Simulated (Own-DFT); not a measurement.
# How strain changes the stress of C40 NbSi2, 36 atoms (Nb12Si24)

Calculated results; nothing here was measured. They come from Own-DFT, an in-house plane-wave density functional program, since retired, whose code no person has reviewed. Each row is one single-point run on a periodic cell that was not relaxed, without spin or spin-orbit coupling.

Settings of every run: PBE; PseudoDojo norm-conserving scalar-relativistic files; cutoff 42 hartree; 4 x 4 x 5 k mesh centred on Gamma; cold (Marzari-Vanderbilt) smearing of 0.2 eV.

Known limits: forces on such cells failed a check on a denser k mesh; stress not checked against mesh or cutoff.

Unstrained cell vectors in Å: (0.000, 8.324, 0.000); (-9.613, 0.000, 0.000); (0.000, 0.000, 6.586). The unstrained cell was taken from the Materials Project. The random moves and any unrelaxed bonds add to the pressure at no strain. Each run strains this cell uniformly, with the atoms carried along. Every atom was also moved at random, by a Gaussian of width 0.05 Å on each axis. Strain is the symmetric tensor, in per cent. Stress is positive in tension, and the pressure is minus a third of its trace.

```
run  e_xx (%)  e_yy (%)  e_zz (%)  e_yz (%)  e_xz (%)  e_xy (%)  s_xx (GPa)  s_yy (GPa)  s_zz (GPa)  s_yz (GPa)  s_xz (GPa)  s_xy (GPa)  P (GPa)  E (meV/atom)
  1      1.51     -1.92     -0.48      0.91      0.43      0.47        0.67       -8.84       -6.61        2.89        1.54        1.28     4.93          21.4
  2      1.90     -1.14     -1.81      1.54      1.10      0.16        0.87       -7.08      -12.89        5.42        4.15       -0.05     6.37          45.1
  3     -1.17     -1.10     -0.26      1.66     -0.28     -1.33       -8.46       -8.12       -6.97        6.31       -0.94       -4.09     7.85          26.6
  4     -0.30     -0.53      1.75      0.95      1.13     -1.76       -2.55       -4.26        2.12        3.21        3.44       -4.96     1.56          32.6
  5      1.04      1.11      0.33     -1.57      0.95      1.44        2.01        2.58       -0.76       -4.60        2.73        3.67    -1.27           6.2
  6     -1.54     -1.41      1.94     -1.81      1.46     -1.26       -7.75       -7.32        1.99       -5.33        4.46       -3.79     4.36          21.2
  7      1.60      0.79      0.34     -0.79     -1.38     -1.95        3.52        1.94       -0.81       -2.43       -4.71       -5.16    -1.55          13.6
  8      1.89     -1.75      1.19      0.26     -1.30     -0.59        4.55       -7.00        0.82        1.69       -3.94       -1.54     0.55          15.4
  9     -1.04      1.50      1.19      0.85      0.07     -0.25       -4.41        3.16        1.80        2.10        0.09       -0.76    -0.19           6.5
 10     -1.80     -0.06      1.74      1.53     -0.35     -0.56       -8.05       -2.19        2.12        4.52       -1.28       -1.70     2.71          11.0
 11     -0.11     -1.08     -1.07     -1.78     -1.67     -0.70       -4.55       -8.51      -10.19       -6.03       -6.09       -2.96     7.75          33.9
 12      1.84      0.39      1.06      0.40     -1.60     -1.05        5.03        1.34        2.64        0.82       -3.98       -2.64    -3.00           0.0
 13     -1.22      1.14      0.29     -1.53     -1.63     -0.53       -5.76        1.10       -2.69       -4.78       -5.02       -1.98     2.45           8.4
 14     -1.57     -0.61     -1.90     -0.33      1.19     -0.93      -11.21       -8.43      -15.28       -0.67        3.95       -3.45    11.64          44.8
 15      1.76     -0.29     -0.44      0.67      1.32      1.83        2.76       -3.72       -5.40        1.58        3.98        4.01     2.12          31.7
 16     -1.15     -0.01      0.75     -1.56     -1.45      1.46           ?           ?           ?           ?           ?           ?        ?             ?
```

E is the free energy for each atom above the lowest run shown.

## Worked fit

Each stress component was fitted by least squares to a constant and the strains of the runs shown, as fractions, with shears doubled. Shear strains stay in the fit of a normal stress only where such slopes are resolved. The slopes, in GPa:

| stress | at no strain | per e_xx | per e_yy | per e_zz | scatter |
|---|---|---|---|---|---|
| s_xx | -2.9 | 365 ± 7 | 69 ± 9 | 105 ± 8 | 0.38 |
| s_yy | -2.8 | 77 ± 9 | 381 ± 12 | 98 ± 11 | 0.49 |
| s_zz | -4.4 | 79 ± 8 | 98 ± 11 | 459 ± 10 | 0.44 |

Each shear stress against twice its own strain: yz 157 ± 6, xz 159 ± 7, xy 130 ± 5 GPa. These are stiffnesses along x, y and z of the frame in which the cell vectors are given, which need not be the crystal's axes. The atoms are held to the strained lattice; where symmetry lets them move under strain, relaxing them would lower some slopes. The table should be nearly symmetric about its diagonal, and what it lacks of that shows the noise. A ninth of its sum, 192 ± 7 GPa, estimates the bulk modulus near the mean pressure of these runs, 3.1 GPa, so it lies above the value at zero pressure.

## Withheld run

Question: what normal stresses and pressure should run 16 give?

The fit gives s_xx = -6.3, s_yy = -3.0, s_zz = -1.8 and P = 3.7 GPa. The calculation gave -6.49, -2.87, -1.94 and P = 3.76 GPa.
